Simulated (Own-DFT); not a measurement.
# A layer strained by its substrate: wurtzite AlGaN with randomly placed atoms, 72 atoms (Al9Ga27N36)

No measurement is shown. These are fixed-geometry runs of a retired plane-wave code named Own-DFT, which no person has reviewed; spin and spin-orbit coupling are neglected.

Method: PBE; PseudoDojo norm-conserving scalar-relativistic files (stringent for Ga); cutoff 96 hartree; 4 x 4 x 3 k mesh centred on Gamma; Gaussian smearing of 0.01 eV.

Known weak points: forces on such cells passed a denser k mesh, each cell not checked; stress not checked against mesh or cutoff.

Unstrained cell vectors in Å: (9.509, 0.000, 0.000); (-4.755, 8.235, 0.000); (0.000, 0.000, 10.268). The unstrained cell has measured lattice constants (interpolated for alloys), not those of this functional. That, the random moves and any unrelaxed bonds set the pressure at no strain. Each run strains x and y alike by e, as a substrate would, and holds the height along z. Each atom got a random Gaussian move of width 0.05 Å along each axis. The random placing of the alloy's atoms differs from row to row. Stress is positive in tension.

| e (%) | u (Å) | (s_xx + s_yy)/2 (GPa) | s_zz (GPa) |
|---|---|---|---|
| -1.75 | 0.055 | -18.50 | -10.28 |
| -1.00 | 0.050 | -12.70 | -9.00 |
| -0.50 | 0.050 | -9.16 | -9.20 |
| 0.25 | 0.048 | -4.83 | -7.84 |
| 0.50 | 0.052 | ? | ? |
| 0.75 | 0.051 | -3.96 | -5.62 |
| 1.00 | 0.051 | -1.31 | -7.51 |
| 1.25 | 0.051 | -0.26 | -5.91 |
| 1.75 | 0.054 | 1.33 | -4.35 |
| 2.75 | 0.050 | 5.74 | -2.67 |

## Fit

With e as a fraction, the in-plane stress is -6.8 + 567 e - 4507 e² GPa (errors 20 and 1171, scatter 0.66), and s_zz is -7.8 + 169 e GPa (slope ± 20, scatter 0.78). At e = 0 the first slope is C11 + C12 and the second 2 C13, both with the ions held to the strained lattice and at the cell's own pressure. The term in e² is negative: the layer stiffens under compression and softens under tension. A free layer would change its height as e changes, and the in-plane slope would drop by 2 C13²/C33 to the biaxial modulus. At fixed height, a misfit of 1 % moves the in-plane stress by about 5.7 GPa and s_zz by 1.7 GPa.

## Prediction

Question: what are the two stresses at e = 0.50 %?

Estimate: -4.1 and -6.9 GPa. Computed: -3.83 and -7.76 GPa.
